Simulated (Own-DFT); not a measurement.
# Biaxial strain at fixed height in diamond-structure SiGeSn with randomly placed atoms, 64 atoms (Ge52Si8Sn4)

No measurement is shown. These are fixed-geometry runs of a retired plane-wave code named Own-DFT, which no person has reviewed; spin and spin-orbit coupling are neglected.

Common settings: PBE; PseudoDojo norm-conserving scalar-relativistic files; cutoff 49 hartree; 3 x 3 x 3 k mesh centred on Gamma; Fermi-Dirac smearing of 0.1 eV.

Caveats: forces on such cells moved up to 12 meV/angstrom on a denser k mesh; stress not checked against mesh or cutoff.

Unstrained cell vectors in Å: (11.363, 0.000, 0.000); (0.000, 11.363, 0.000); (0.000, 0.000, 11.363). The unstrained cell has measured lattice constants (interpolated for alloys), not those of this functional. That, the random moves and any unrelaxed bonds set the pressure at no strain. Each run strains x and y alike by e, as a substrate would, and holds the height along z. All atoms carry random offsets, Gaussian with a width of 0.05 Å per axis. The random placing of the alloy's atoms differs from row to row. Stress is positive in tension.

```
e (%)  u (Å)  (s_xx + s_yy)/2 (GPa)  s_zz (GPa)
-3.00  0.048                 -10.70       -8.41
-2.75  0.053                 -10.56       -8.47
-1.75  0.054                  -8.07       -6.64
-0.75  0.047                      ?           ?
 0.50  0.052                  -3.79       -4.09
 0.75  0.050                  -3.16       -3.77
 1.25  0.047                  -2.39       -3.17
 1.75  0.046                  -1.65       -2.58
 2.25  0.051                  -0.92       -2.40
 2.50  0.053                  -0.60       -2.08
```

## Fit

With e as a fraction, the in-plane stress is -4.6 + 184 e - 905 e² GPa (errors 3 and 183, scatter 0.14), and s_zz is -4.5 + 115 e - 659 e² GPa (slope ± 3, scatter 0.17). At e = 0 the first slope is C11 + C12 and the second 2 C12, both with the ions held to the strained lattice and at the cell's own pressure. The term in e² is negative: the layer stiffens under compression and softens under tension. A free layer would change its height as e changes, and the in-plane slope would drop by 2 C12²/C11 to the biaxial modulus. At fixed height, a misfit of 1 % moves the in-plane stress by about 1.8 GPa and s_zz by 1.1 GPa.

## Check

Question: what are the two stresses at e = -0.75 %?

The fit gives -6.0 and -5.4 GPa. Computed: -5.77 and -5.17 GPa.
